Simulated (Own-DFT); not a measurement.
# Which arrangement is lower? C36Si36, 72 atoms

The numbers are computed, not measured, by runs of the plane-wave DFT program Own-DFT (in-house, retired, unreviewed) at fixed positions, with no spin and no spin-orbit coupling.

Settings: PBE; PseudoDojo norm-conserving scalar-relativistic files; cutoff 42 hartree; 4 x 4 x 3 k mesh centred on Gamma; Fermi-Dirac smearing of 0.1 eV.

Known weak points: forces on such cells passed a denser k mesh, each cell not checked; stress not checked against mesh or cutoff.

All cells hold the same atoms in the same cell, with vectors in Å (9.248, 0.000, 0.000); (-4.624, 8.009, 0.000); (0.000, 0.000, 10.068). Atoms are randomly off their ideal sites, by an rms of u per axis. E is the free energy of the cell above the lowest run. The arrangements:

- A: 2H SiC
- B: 4H SiC

```
arrangement   u (Å)  E (eV)  P (GPa)
          A  0.0277   0.322     3.78
          A  0.0290   0.419     3.81
          A  0.0306   0.668     3.98
          A  0.0597   7.863     6.23
          A  0.0621   8.326     6.44
          A  0.0664  10.020     7.03
          B  0.0295   0.000     3.60
          B  0.0298   0.249     3.69
          B  0.0315   0.808     3.94
          B  0.0600   7.162     6.10
          B  0.0607   8.220     6.39
          B  0.0611   8.169     6.34
```

Asked: which arrangement lies lowest after the energy of the random moves is removed?

## Answer

Fit E = a + b u², with one b for all and one a for each arrangement, and with residuals divided by u², since the noise grows with the moves. Then b = 2700 eV/Å², the scatter at u = 0.04 Å is 0.23 eV, and against A:

- B: -0.33 ± 0.10 eV (lower)

The cells share one lattice and weren't relaxed, which can shift such small differences either way.
